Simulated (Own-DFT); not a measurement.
# One host, several defects: zincblende GaAs

No measurement is shown. These are fixed-geometry runs of a retired plane-wave code named Own-DFT, which no person has reviewed; spin and spin-orbit coupling are neglected.

All runs used: PBE; PseudoDojo norm-conserving scalar-relativistic files; cutoff 42 hartree; 3 x 3 x 3 k mesh centred on Gamma; Fermi-Dirac smearing of 0.1 eV.

Limits (not all hold for every row): not probed for a lower state with spin; forces not confirmed at this smearing and k mesh; stress not checked against mesh or cutoff.

All runs share one cell, with vectors in Å (11.737, 0.000, 0.000); (0.000, 11.737, 0.000); (0.000, 0.000, 10.919) and a volume of 1504.3 Å³, strained against the parent crystal. u is the rms random offset of the atoms per axis. The defect's site can differ from row to row.

| cell | formula | u (Å) | P (GPa) |
|---|---|---|---|
| no defect | As32Ga32 | 0.0306 | 0.77 |
| no defect | As32Ga32 | 0.0487 | 1.02 |
| no defect | As32Ga32 | 0.0517 | 1.04 |
| one In on a Ga site | As32Ga31In | 0.0260 | 1.27 |
| one In on a Ga site | As32Ga31In | 0.0297 | 1.33 |
| one In on a Ga site | As32Ga31In | 0.0472 | 1.51 |
| one As vacancy and one Ga vacancy | As31Ga31 | 0.0258 | 0.38 |
| one As vacancy and one Ga vacancy | As31Ga31 | 0.0483 | 0.68 |
| one As vacancy and one Ga vacancy | As31Ga31 | 0.0508 | 0.82 |
| one P on an As site | As31Ga32P | 0.0296 | 0.53 |
| one P on an As site | As31Ga32P | 0.0303 | 0.53 |
| one P on an As site | As31Ga32P | 0.0490 | 0.84 |
| one Al on a Ga site | AlAs32Ga31 | 0.0309 | ? |
| one Al on a Ga site | AlAs32Ga31 | 0.0313 | 0.74 |
| one Al on a Ga site | AlAs32Ga31 | 0.0501 | 1.09 |
| one Al on a Ga site | AlAs32Ga31 | 0.0511 | 0.98 |

## What the rows give

P = P0 + c u² + a shift for each defect gives P0 = 0.58 GPa, c = 184 ± 16 GPa/Å² and a scatter of 0.05 GPa. The shifts, and each times the cell's volume:

- one In on a Ga site: 0.56 ± 0.04 GPa, 5.2 eV
- one Al on a Ga site: -0.02 ± 0.04 GPa, -0.1 eV (not resolved)
- one P on an As site: -0.20 ± 0.04 GPa, -1.9 eV
- one As vacancy and one Ga vacancy: -0.29 ± 0.04 GPa, -2.8 eV

Against the defect-free cell, a freed cell would be larger where the shift is positive and smaller where it is negative (160.2 GPa Å³ is 1 eV). The atoms around the defects weren't relaxed, which would change these numbers.

## Check

The question: what pressure belongs in the blank (one Al on a Ga site, u = 0.0309 Å)?

From the fit: 0.74 ± 0.06 GPa. Computed: 0.77 GPa.
